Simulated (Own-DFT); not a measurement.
# How strain changes the stress of wurtzite GaN, 72 atoms (Ga36N36)

These are calculations, not measurements. The program, named Own-DFT, is a retired in-house plane-wave density functional code that no person has reviewed. Each row is one single-point run on a periodic cell that was not relaxed, without spin or spin-orbit coupling.

Settings of every run: PBE; PseudoDojo norm-conserving scalar-relativistic files (stringent for Ga); cutoff 96 hartree; 4 x 4 x 3 k mesh centred on Gamma; Gaussian smearing of 0.01 eV.

Known limits: forces not confirmed at this smearing and k mesh; stress not checked against mesh or cutoff.

Unstrained cell vectors in Å: (9.567, 0.000, 0.000); (-4.784, 8.285, 0.000); (0.000, 0.000, 10.370). The unstrained cell has measured lattice constants (interpolated for alloys), not those of this functional. That, the random moves and any unrelaxed bonds set the pressure at no strain. Each run strains this cell uniformly, with the atoms carried along. Every atom was also moved at random, by a Gaussian of width 0.05 Å on each axis. Strain is the symmetric tensor, in per cent. Stress is positive in tension, and the pressure is minus a third of its trace.

| run | e_xx (%) | e_yy (%) | e_zz (%) | e_yz (%) | e_xz (%) | e_xy (%) | s_xx (GPa) | s_yy (GPa) | s_zz (GPa) | s_yz (GPa) | s_xz (GPa) | s_xy (GPa) | P (GPa) | E (meV/atom) |
|---|---|---|---|---|---|---|---|---|---|---|---|---|---|---|
| 1 | -0.36 | 0.00 | 1.19 | 0.54 | -0.87 | 0.17 | -9.14 | -6.20 | -1.63 | 0.99 | -2.06 | 1.57 | 5.66 | 19.2 |
| 2 | -0.19 | 1.84 | 1.79 | 0.42 | 1.88 | -1.54 | -4.22 | -0.72 | 2.16 | 1.16 | 3.46 | -4.14 | 0.93 | 7.1 |
| 3 | 1.73 | 0.11 | 1.76 | 1.87 | -1.31 | -1.88 | -0.47 | -2.77 | 0.61 | 3.30 | -2.58 | -5.93 | 0.88 | 22.8 |
| 4 | 0.47 | 0.02 | -1.94 | -1.92 | 0.36 | -0.06 | -7.13 | -7.61 | -15.62 | -4.06 | 1.83 | 0.65 | 10.12 | 28.7 |
| 5 | -1.83 | -1.48 | 0.44 | 1.51 | 1.68 | 1.29 | -16.59 | -16.37 | -8.67 | 4.42 | 3.46 | 4.65 | 13.87 | 49.6 |
| 6 | -1.16 | 1.27 | -0.84 | 0.65 | 1.27 | 1.96 | -10.88 | -3.77 | -11.44 | 2.06 | 2.72 | 5.50 | 8.70 | 25.4 |
| 7 | -0.27 | 1.65 | 1.05 | -1.13 | 0.18 | 1.92 | -5.15 | -0.20 | -2.60 | -2.44 | 0.41 | 5.53 | 2.65 | 10.0 |
| 8 | 1.83 | -1.11 | 0.01 | 0.98 | 1.29 | 1.08 | -1.91 | -10.82 | -5.15 | 2.25 | 2.84 | 3.85 | 5.96 | 20.1 |
| 9 | -1.21 | -0.49 | 0.10 | -0.94 | -0.73 | -0.70 | -11.77 | -12.07 | -9.13 | -2.61 | -0.84 | -2.34 | 10.99 | 40.9 |
| 10 | -1.43 | -1.38 | -1.32 | 0.60 | 0.12 | -0.37 | -18.87 | -14.87 | -15.41 | 0.29 | -0.62 | -1.61 | 16.38 | 45.6 |
| 11 | -0.34 | 0.22 | -1.37 | 1.72 | -0.53 | 1.86 | -8.13 | -8.31 | -14.87 | 4.34 | -1.42 | 3.58 | 10.44 | 31.4 |
| 12 | -1.60 | -1.29 | -0.91 | 1.93 | 0.72 | -1.80 | -17.61 | -16.74 | -13.71 | 4.49 | 1.54 | -7.05 | 16.02 | 62.5 |
| 13 | 1.86 | -0.17 | 0.90 | -0.89 | 0.98 | -0.05 | 0.13 | -6.13 | -1.55 | -2.02 | 1.49 | 0.29 | 2.51 | 14.8 |
| 14 | 1.94 | 0.83 | 0.55 | -1.31 | -1.26 | 0.04 | 2.33 | -0.86 | -4.10 | -2.02 | -2.62 | 0.58 | 0.88 | 0.0 |
| 15 | 0.77 | 0.71 | 0.91 | 0.29 | -1.08 | 1.63 | -4.07 | -2.13 | -2.71 | -0.13 | -1.90 | 4.40 | 2.97 | 19.2 |
| 16 | -0.93 | 0.49 | -0.61 | -0.28 | 1.81 | -0.12 | -12.06 | -6.82 | -9.57 | -0.67 | 3.52 | 2.19 | 9.49 | 31.1 |
| 17 | 1.91 | -1.22 | 1.49 | -0.59 | 0.31 | -1.07 | ? | ? | ? | ? | ? | ? | ? | ? |

E is the free energy for each atom above the lowest run shown.

## Worked fit

Each stress component was fitted by least squares to a constant and the strains of the runs shown, as fractions, with shears doubled. Shear strains stay in the fit of a normal stress only where such slopes are resolved. The slopes, in GPa:

| stress | at no strain | per e_xx | per e_yy | per e_zz | scatter |
|---|---|---|---|---|---|
| s_xx | -7.9 | 405 ± 23 | 178 ± 29 | 60 ± 28 | 1.10 |
| s_yy | -7.6 | 139 ± 21 | 429 ± 26 | 48 ± 25 | 1.00 |
| s_zz | -7.6 | 86 ± 20 | 56 ± 25 | 444 ± 24 | 0.93 |

Each shear stress against twice its own strain: yz 112 ± 8, xz 99 ± 7, xy 149 ± 10 GPa. These are stiffnesses along x, y and z of the frame in which the cell vectors are given, which need not be the crystal's axes. The atoms are held to the strained lattice; where symmetry lets them move under strain, relaxing them would lower some slopes. The table should be nearly symmetric about its diagonal, and what it lacks of that shows the noise. A ninth of its sum, 205 ± 4 GPa, estimates the bulk modulus near the mean pressure of these runs, 7.4 GPa, so it lies above the value at zero pressure.

## Withheld run

Question: what normal stresses and pressure should run 17 give?

The fit gives s_xx = -1.4, s_yy = -9.4, s_zz = 0.0 and P = 3.6 GPa. The calculation gave 0.49, -8.94, -0.70 and P = 3.05 GPa.
